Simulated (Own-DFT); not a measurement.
## Calculated data, Hf$_{36}$O$_{71}$ (tetragonal hafnia with one neutral oxygen vacancy, atoms displaced)

Computed with Own-DFT development build. A calculation, not a measurement: plane-wave PBE and HSE06 DFT by an unreviewed code, no spin, of a simulated cell at Gamma alone, so results move with cell size and shape, stress positive in tension, energies less offsets, not probed for a lower state with spin; hafnium file: forces about 75 meV/angstrom off all-electron values; oxygen file: force components 24 meV/angstrom off all-electron in a glass; k mesh not checked against a denser one; forces and stress are PBE's, HSE06 gives the energy alone, and its difference from PBE has offsets of its own; offsets are fitted by least squares, one for each functional and potential file, so energies compare only between cells with the same atoms and settings and are not formation energies; the far tail of each file's local potential was reset to the Coulomb form; each entry is a single point on an unrelaxed cell, so the pressure reflects the starting lattice, taken from the Materials Project, from which strain is counted, and rises with the displacements; printed positions are rounded, which can move forces by about a meV/angstrom; the program is a retired in-house code; no spin-orbit coupling.

Common to all runs: first functional PBE; second functional HSE06; exact exchange share 0.25; screening 0.11 1/bohr; exchange divergence Gygi-Baldereschi; potential files PseudoDojo norm-conserving, scalar-relativistic, made for PBE, standard set; wave cutoff 48 hartree; occupations fixed; k mesh 1 x 1 x 1 centred on Gamma.

(1) Hf$_{36}$O$_{71}$ (tetragonal hafnia with one neutral oxygen vacancy, atoms displaced)

```xyz
107
Lattice="10.7800 0.0000 0.0000 0.0000 10.7800 0.0000 0.0000 0.0000 10.4493" Properties=species:S:1:pos:R:3 Hf36O71
Hf    10.7639    10.7243    10.4040
Hf     1.7820     1.8517     2.6256
O      0.0423     1.8184     1.6168
O      1.8240    10.7455     3.6212
O      1.8256     0.0327     1.0033
Hf     0.0425    10.7579     5.2065
Hf     1.8501     1.7800     7.8035
O     10.7614     1.7967     6.8162
O      1.8141     0.0149     8.8234
O      0.0164     1.7854     9.4356
O      1.8312     0.0014     6.1813
Hf    10.7520     3.5840     0.0382
Hf     1.7641     5.4142     2.6419
O      0.0157     5.4302     1.5299
O      1.8208     3.6391     3.6208
O     10.7514     5.3368     4.1906
O      1.8222     3.5718     1.0588
Hf    10.7573     3.5708     5.2116
Hf     1.7265     5.3518     7.8738
O     10.7341     5.3839     6.8441
O      1.8392     3.5511     8.8516
O     10.7726     5.3640     9.4485
O      1.8240     3.5781     6.2614
Hf     0.0021     7.2058    10.4238
Hf     1.8286     9.0235     2.5634
O      0.0778     8.9889     1.5942
O      1.8198     7.1987     3.6436
O     10.7528     9.0246     4.1343
O      1.7911     7.2433     1.0000
Hf     0.0372     7.2036     5.2393
Hf     1.8158     8.9938     7.8736
O     10.7775     9.0230     6.8184
O      1.7233     7.1972     8.8560
O     10.7642     8.9649     9.4359
O      1.7708     7.1657     6.3052
Hf     3.5785     0.0002    10.4434
Hf     5.3814     1.8383     2.5786
O      3.6198     1.8073     1.5445
O      5.4054     0.0079     3.6464
O      3.5675     1.7458     4.1805
O      5.3541     0.0040     1.0108
Hf     3.6280    10.7782     5.2833
Hf     5.4249     1.7629     7.8428
O      3.6032     1.7712     6.7731
O      5.3884     0.0195     8.8327
O      3.5724     1.7160     9.4218
O      5.3878     0.0001     6.3058
Hf     3.5366     3.5661    10.4311
Hf     5.3982     5.3894     2.6195
O      3.5918     5.4195     1.5799
O      5.3313     3.6145     3.6206
O      3.5310     5.4402     4.1951
O      5.3823     3.5918     1.0348
Hf     3.5451     3.5441     5.2561
Hf     5.2946     5.3541     7.8050
O      3.5936     5.4036     6.8157
O      5.3237     3.5823     8.8921
O      3.5771     5.4018     9.4021
O      5.4352     3.6184     6.2465
Hf     3.5542     7.1532    10.4342
Hf     5.3883     8.9951     2.6211
O      3.5713     8.9415     1.5551
O      5.3758     7.2489     3.6635
O      3.5440     9.0237     4.2531
O      5.3827     7.1037     1.0071
Hf     3.6658     7.1769     5.2142
Hf     5.3751     9.0202     7.8799
O      3.5920     9.0405     6.7874
O      5.3670     7.2248     8.8858
O      3.6605     8.9999     9.4513
O      5.3942     7.1655     6.2120
Hf     7.1859     0.0062     0.0009
Hf     9.0141     1.8448     2.6883
O      7.2029     1.7505     1.5948
O      9.0127     0.0262     3.5988
O      7.1707     1.7656     4.2263
O      8.9691    10.7722     0.9584
Hf     7.2082     0.0458     5.2115
Hf     8.9920     1.7880     7.8869
O      7.2088     1.8045     6.8133
O      8.9976    10.7349     8.8821
O      7.2015     1.8254     9.4534
O      8.9563     0.0195     6.2995
Hf     7.2303     3.5765     0.0055
Hf     8.9931     5.3819     2.6349
O      7.1683     5.3966     1.6275
O      8.9569     3.6361     3.6286
O      7.1973     5.4139     4.1974
O      9.0054     3.6169     1.0549
Hf     7.1619     3.5912     5.2449
Hf     8.9933     5.3807     7.8344
O      7.1663     5.3788     6.8009
O      8.9833     3.5409     8.8665
O      7.2297     5.3985     9.4942
O      8.9927     3.5869     6.2445
Hf     7.2150     7.1659    10.4346
Hf     9.0075     8.9941     2.6130
O      7.1320     8.9502     1.6018
O      9.0137     7.1685     3.6860
O      7.2116     9.0227     4.2026
O      8.9995     7.2332     0.9834
Hf     7.1974     7.1807     5.2291
Hf     8.9758     8.9890     7.8859
O      7.1573     8.9969     6.8026
O      8.9770     7.2390     8.8121
O      7.1524     9.0123     9.4425
O      8.9925     7.1347     6.2585
```

Results for Hf$_{36}$O$_{71}$ (tetragonal hafnia with one neutral oxygen vacancy, atoms displaced): PBE energy of cell above offsets -100.860 eV; HSE06 less PBE above offsets -0.147 eV; PBE pressure 0.78 GPa; PBE stress xx 0.21 GPa; PBE stress yy -1.32 GPa; PBE stress zz -1.24 GPa; PBE stress yz -0.35 GPa; PBE stress xz 0.03 GPa; PBE stress xy 0.04 GPa.

Force:
| element | x (eV/Å) | y (eV/Å) | z (eV/Å) |
| --- | --- | --- | --- |
| Hf | 0.347 | 0.823 | 0.901 |
| Hf | 1.291 | -1.105 | -0.131 |
| O | -1.214 | 0.099 | 0.613 |
| O | -1.038 | 1.45 | -0.135 |
| O | -0.776 | -0.185 | -0.171 |
| Hf | -0.581 | 0.31 | 0.223 |
| Hf | -0.791 | -0.086 | 0.16 |
| O | 0.667 | 0.086 | -0.225 |
| O | -0.385 | -0.584 | 0.046 |
| O | -0.23 | 0.012 | 0.228 |
| O | -0.958 | 0.3 | 0.795 |
| Hf | 0.705 | -0.34 | -0.063 |
| Hf | 0.959 | 0.788 | -0.52 |
| O | -0.337 | -0.258 | 0.708 |
| O | -0.34 | -0.825 | 0.73 |
| O | 0.328 | 0.646 | 0.251 |
| O | -0.883 | 0.136 | -0.417 |
| Hf | 0.046 | -0.458 | 0.37 |
| Hf | 0.672 | 0.844 | -0.424 |
| O | 0.904 | -0.271 | -0.205 |
| O | -0.053 | 0.252 | 0.18 |
| O | 0.028 | -0.06 | -0.549 |
| O | -1.079 | 0.131 | -0.009 |
| Hf | 0.459 | -0.617 | 0.772 |
| Hf | 0.469 | -0.544 | 0.811 |
| O | -1.614 | 0.269 | -0.604 |
| O | -0.758 | 0.177 | -0.113 |
| O | -0.135 | -0.727 | 0.922 |
| O | -0.364 | -0.484 | -0.146 |
| Hf | -0.344 | 0.223 | -0.332 |
| Hf | 0.104 | -0.45 | -1.153 |
| O | 0.254 | -0.064 | -0.025 |
| O | 0.314 | -0.253 | 0.188 |
| O | 0.185 | 0.456 | -0.497 |
| O | 0.455 | -0.015 | -0.48 |
| Hf | 0.31 | -0.288 | 0.703 |
| Hf | -0.213 | -0.682 | 0.032 |
| O | -0.459 | 0.234 | 0.42 |
| O | -0.058 | 0.132 | -0.218 |
| O | 0.016 | 1.173 | 0.256 |
| O | 0.579 | -0.045 | -0.071 |
| Hf | 0.313 | -0.469 | -1.211 |
| Hf | -0.132 | 0.437 | -0.15 |
| O | 0.464 | 0.603 | 0.319 |
| O | 0.341 | 0.249 | 0.585 |
| O | -0.059 | 1.366 | -0.599 |
| O | 0.7 | 0.451 | -0.368 |
| Hf | 1.221 | -0.116 | 0.301 |
| Hf | -0.654 | 0.802 | -0.552 |
| O | -0.634 | -0.217 | 0.194 |
| O | 0.314 | -0.366 | 0.48 |
| O | 0.426 | -1.13 | 0.43 |
| O | 0.371 | -0.017 | -0.354 |
| Hf | 1.079 | 0.434 | -1.25 |
| Hf | 1.218 | 0.737 | 0.835 |
| O | -0.958 | -0.334 | -0.167 |
| O | 0.212 | -0.09 | -0.594 |
| O | -0.356 | -0.465 | -0.101 |
| O | -1.39 | -0.217 | 0.11 |
| Hf | 1.289 | 0.402 | 0.743 |
| Hf | -0.408 | 0.428 | -0.153 |
| O | 0.829 | 0.164 | 0.431 |
| O | -0.028 | -0.803 | -0.144 |
| O | 0.41 | -0.652 | -0.394 |
| O | 0.125 | 0.247 | -0.094 |
| Hf | -1.254 | 0.713 | -0.216 |
| Hf | 0.35 | -0.655 | -0.579 |
| O | -0.139 | -0.421 | 0.989 |
| O | 0.165 | -1.014 | -0.814 |
| O | -0.776 | -0.33 | -0.619 |
| O | 0.179 | -0.107 | 0.599 |
| Hf | -0.639 | -0.174 | 0.579 |
| Hf | -0.267 | -0.672 | -1.095 |
| O | 0.195 | 0.464 | 0.294 |
| O | 0.319 | 0.352 | 0.286 |
| O | 0.263 | 1.533 | -0.501 |
| O | 0.669 | -0.353 | 0.608 |
| Hf | -0.384 | -1.408 | 0.878 |
| Hf | 0.253 | -0.8 | -0.949 |
| O | -0.285 | 0.201 | 0.387 |
| O | 0.026 | 0.956 | 0.175 |
| O | -0.112 | -0.648 | -0.552 |
| O | 0.699 | -0.04 | -0.871 |
| Hf | -1.06 | 0.625 | 0.592 |
| Hf | -0.15 | 1.092 | -0.419 |
| O | 1.006 | -0.108 | -0.003 |
| O | 0.323 | -0.926 | 0.595 |
| O | -0.241 | -0.592 | 0.09 |
| O | -0.241 | -0.137 | 0.023 |
| Hf | 0.538 | 0.452 | -0.063 |
| Hf | -1.21 | 0.34 | -0.133 |
| O | 0.227 | -0.089 | 0.62 |
| O | 0.072 | 1.003 | 0.346 |
| O | 0.271 | -0.742 | -0.632 |
| O | -0.144 | 0.09 | -0.182 |
| Hf | -1.368 | 0.714 | 0.537 |
| Hf | -0.263 | -0.474 | -0.033 |
| O | 0.986 | 0.205 | 0.045 |
| O | -0.056 | 0.406 | -0.884 |
| O | 0.364 | -0.383 | -0.018 |
| O | -0.014 | 0.051 | 0.431 |
| Hf | 0.269 | 0.698 | 0.194 |
| Hf | -0.689 | 0.359 | -1.842 |
| O | 0.455 | -0.364 | 0.591 |
| O | 0.044 | -1.354 | 0.723 |
| O | 0.247 | -0.309 | -0.105 |
| O | 0.209 | 0.188 | -0.192 |

(2) Hf$_{36}$O$_{71}$ (tetragonal hafnia with one neutral oxygen vacancy, atoms displaced)

```xyz
107
Lattice="10.7800 0.0000 0.0000 0.0000 10.7800 0.0000 0.0000 0.0000 10.4493" Properties=species:S:1:pos:R:3 Hf36O71
Hf     0.0561    10.6732     0.1885
Hf     1.7967     1.7685     2.6096
O      0.1050     1.7861     1.5241
O      1.8836    10.7153     3.7449
O     10.7338     1.7518     4.2889
O      1.7993    10.7785     0.9115
Hf     0.0043     0.1204     5.2764
Hf     1.7511     1.8240     7.9192
O      0.0044     1.8698     6.8408
O      1.8547     0.0002     8.7504
O      0.0076     1.8229     9.5259
O      1.8202    10.7355     6.2039
Hf    10.7531     3.7095     0.1048
Hf     1.6326     5.3618     2.5715
O     10.7439     5.3496     1.5317
O      1.8039     3.5746     3.7093
O      0.0710     5.3390     4.2294
O      1.7951     3.6559     1.1198
Hf    10.7026     3.6712     5.1215
Hf     1.8173     5.5007     7.8903
O      0.1290     5.4832     6.7639
O      1.6848     3.5474     8.7242
O     10.6277     5.4990     9.4248
O      1.8633     3.7372     6.2366
Hf     0.0785     7.1316     0.0213
Hf     1.7969     9.1771     2.6903
O      0.0209     9.0571     1.6624
O      1.8621     6.9657     3.6032
O     10.6237     9.0167     4.2224
O      1.8084     7.2974     1.0253
Hf     0.0029     7.2233     5.2652
Hf     1.8622     9.0068     7.7627
O     10.7299     9.0593     6.8346
O      1.8483     7.2682     8.8502
O      0.0012     9.0092     9.4625
O      1.6768     7.2685     6.1439
Hf     3.5678     0.2172     0.0593
Hf     5.4652     1.8078     2.6024
O      3.4122     1.7957     1.5845
O      5.3544    10.7683     3.6290
O      3.4692     1.7947     4.1260
O      5.3384     0.0708     0.9596
Hf     3.7346     0.0690     5.2877
Hf     5.3164     1.8090     7.7666
O      3.6459     1.8587     6.8956
O      5.4146     0.0427     8.8522
O      3.5260     1.8327     9.2890
O      5.3123    10.6748     6.3084
Hf     3.5461     3.5535    10.4140
Hf     5.3853     5.3103     2.7741
O      3.5621     5.3545     1.5603
O      5.4339     3.6351     3.5771
O      3.5772     5.4165     4.0903
O      5.4356     3.5142     1.0815
Hf     3.6866     3.4824     5.1454
Hf     5.3067     5.5301     7.7862
O      3.5113     5.5084     6.7522
O      5.3796     3.6837     8.8536
O      3.5764     5.4305     9.5431
O      5.5930     3.5598     6.2176
Hf     3.6149     7.0898     0.0930
Hf     5.3434     9.0166     2.6174
O      3.6003     8.9494     1.4722
O      5.3346     7.2312     3.7935
O      3.6898     9.0106     4.1604
O      5.3753     7.1766     1.1370
Hf     3.5651     7.2146     5.2058
Hf     5.3114     9.0279     7.7788
O      3.5641     8.8483     6.7295
O      5.4737     7.1837     8.7894
O      3.7380     8.9331     9.4337
O      5.4238     7.2236     6.2205
Hf     7.2005    10.7058    10.3817
Hf     9.1507     1.7125     2.6301
O      7.1494     1.7620     1.5005
O      9.0532     0.0684     3.6576
O      7.1448     1.7398     4.2706
O      9.1194     0.1454     0.9757
Hf     7.2180     0.2021     5.1801
Hf     8.9836     1.6211     7.8405
O      7.1832     1.7895     6.8526
O      8.9116    10.7295     8.9423
O      7.2434     1.7591     9.4049
O      8.9403    10.7360     6.1824
Hf     7.2335     3.6699     0.0026
Hf     8.9726     5.3230     2.7760
O      6.8898     5.3356     1.6061
O      9.0145     3.6120     3.7280
O      7.2036     5.3632     4.3172
O      8.9928     3.5810     1.0398
Hf     6.9925     3.6042     5.0897
Hf     8.9636     5.4569     7.8311
O      7.1960     5.2691     6.8930
O      8.9676     3.6873     8.8142
O      7.1082     5.5092     9.3982
O      8.9840     3.6674     6.2386
Hf     7.1574     7.2901     0.0608
Hf     9.0451     9.0596     2.6101
O      7.0398     9.0547     1.5366
O      9.1403     7.3346     3.5749
O      7.1700     8.9139     4.1651
O      9.0426     7.3212     0.8719
Hf     7.2386     7.1506     5.2074
Hf     8.8193     8.9149     7.9056
O      9.0478     7.2746     8.7447
O      7.2416     8.9748     9.4277
O      9.0281     7.0380     6.1247
```

To be estimated
1. Give the missing PBE stress yy for Hf$_{36}$O$_{71}$ (tetragonal hafnia with one neutral oxygen vacancy, atoms displaced) (entry 2).

Calculated values
1. -6.76 GPa

Further results for Hf$_{36}$O$_{71}$ (tetragonal hafnia with one neutral oxygen vacancy, atoms displaced) (entry 2):

- PBE energy of cell above offsets: -86.721 eV
- HSE06 less PBE above offsets: 0.673 eV
- PBE pressure: 5.55 GPa
- PBE stress xx: -4.73 GPa
- PBE stress zz: -5.16 GPa
- PBE stress yz: 1.1 GPa
- PBE stress xz: -0.2 GPa
- PBE stress xy: -0.11 GPa

Force:
| element | x (eV/Å) | y (eV/Å) | z (eV/Å) |
| --- | --- | --- | --- |
| Hf | -0.988 | 0.189 | -5.62 |
| Hf | -0.561 | 1.576 | 1.912 |
| O | -0.937 | 0.382 | 2.03 |
| O | -0.972 | 2.842 | -0.597 |
| O | 0.018 | 2.041 | -2.598 |
| O | 1.628 | -0.231 | 3.303 |
| Hf | 0.443 | -3.681 | 2.05 |
| Hf | -1.08 | -0.97 | -1.761 |
| O | -0.281 | -1.218 | -0.219 |
| O | 0.317 | -0.213 | 1.005 |
| O | 0.024 | -0.503 | -0.199 |
| O | 1.017 | 0.557 | -0.014 |
| Hf | 0.069 | -1.681 | -3.122 |
| Hf | 4.103 | -0.689 | 0.971 |
| O | -1.938 | 0.553 | 0.519 |
| O | -0.43 | -0.834 | -1.397 |
| O | -1.534 | 2.192 | -2.411 |
| O | -0.503 | -0.482 | -1.468 |
| Hf | 1.306 | -1.584 | 4.853 |
| Hf | -0.833 | -1.61 | -1.917 |
| O | -1.279 | -0.26 | 0.983 |
| O | 0.563 | 3.376 | 2.75 |
| O | 1.372 | -1.588 | 0.095 |
| O | 0.659 | -1.357 | -1.202 |
| Hf | -0.068 | 2.903 | -1.159 |
| Hf | 1.657 | -5.042 | -1.67 |
| O | 0.505 | 0.601 | 0.064 |
| O | -0.609 | 4.254 | 0.558 |
| O | 1.503 | 1.251 | -0.21 |
| O | -0.78 | -1.202 | 0.124 |
| Hf | -0.46 | 0.375 | -1.092 |
| Hf | -2.19 | 0.383 | 0.738 |
| O | -0.151 | -0.41 | 0.385 |
| O | -0.34 | -0.751 | 0.135 |
| O | 0.368 | -0.454 | 1.024 |
| O | 2.94 | 0.631 | 1.474 |
| Hf | 1.335 | -3.685 | -2.239 |
| Hf | -0.063 | -0.983 | -2.879 |
| O | 2.972 | -0.019 | -1.134 |
| O | 0.296 | 1.94 | 0.527 |
| O | 1.699 | -0.334 | 0.745 |
| O | 0.081 | 0.75 | 0.957 |
| Hf | -3.797 | -1.773 | -1.992 |
| Hf | 3.685 | 0.782 | 3.54 |
| O | -1.749 | -0.079 | -3.19 |
| O | 0.011 | 0.069 | -0.391 |
| O | 0.487 | 0.493 | 1.572 |
| O | 2.633 | 0.532 | 0.27 |
| Hf | 1.555 | 1.983 | 0.921 |
| Hf | -4.038 | 6.021 | -2.642 |
| O | 0.282 | -0.149 | 0.552 |
| O | 0.053 | -4.318 | 2.725 |
| O | 1.253 | -2.191 | 1.938 |
| O | -1.983 | -1.094 | -0.792 |
| Hf | -3.972 | 3.288 | 1.404 |
| Hf | 1.954 | -0.858 | 0.409 |
| O | 1.253 | 0.295 | 0.657 |
| O | -0.684 | -0.985 | -0.394 |
| O | -0.519 | -2.191 | -2.21 |
| O | -6.137 | -0.404 | 1.509 |
| Hf | 0.239 | 3.074 | 0.878 |
| Hf | -1.087 | -2.299 | 0.047 |
| O | -0.69 | 1.282 | 2.185 |
| O | 0.644 | -1.016 | -1.505 |
| O | -1.134 | 0.679 | 0.431 |
| O | 0.455 | 0.51 | -0.722 |
| Hf | 0.321 | -0.885 | -1.125 |
| Hf | 0.263 | -1.076 | 1.51 |
| O | 0.634 | 0.591 | -0.083 |
| O | -0.482 | 1.176 | 0.71 |
| O | -0.098 | 0.988 | -0.54 |
| O | 0.252 | -0.213 | 0.634 |
| Hf | -0.328 | 2.566 | 0.353 |
| Hf | -0.912 | 1.314 | -2.095 |
| O | 1.288 | -0.158 | 2.365 |
| O | -1.107 | -0.465 | -0.201 |
| O | -0.598 | 4.567 | -4.045 |
| O | -3.257 | -0.33 | 2.464 |
| Hf | -0.05 | -7.164 | 3.473 |
| Hf | -0.223 | 2.601 | 1.172 |
| O | -0.233 | -1.136 | -1.272 |
| O | 0.091 | -0.417 | -0.937 |
| O | 0.033 | 1.011 | 0.587 |
| O | -0.105 | 0.821 | 0.78 |
| Hf | -1.099 | -0.485 | -1.946 |
| Hf | -0.361 | 1.753 | -1.665 |
| O | 5.535 | 0.049 | -0.274 |
| O | -0.133 | -1.211 | -1.577 |
| O | 0.506 | 0.908 | -2.678 |
| O | -0.433 | 0.427 | 1.319 |
| Hf | 6.727 | -0.276 | 2.39 |
| Hf | 0.35 | -1.654 | -0.979 |
| O | -1.387 | 1.124 | -0.725 |
| O | -0.109 | -1.24 | 0.91 |
| O | 1.215 | -0.436 | 1.567 |
| O | -0.131 | -0.14 | -1.2 |
| Hf | -1.042 | -1.658 | -0.213 |
| Hf | -1.367 | -0.851 | 0.405 |
| O | 2.551 | 0.426 | -0.114 |
| O | -1.093 | -3.63 | -0.686 |
| O | 0.68 | 1.641 | 0.654 |
| O | -1.24 | -0.159 | 1.325 |
| Hf | -1.579 | 2.516 | 1.002 |
| Hf | 1.442 | 2.451 | -1.994 |
| O | -0.376 | -1.87 | 0.98 |
| O | -0.413 | -0.48 | -0.76 |
| O | -1.334 | 0.339 | 1.014 |
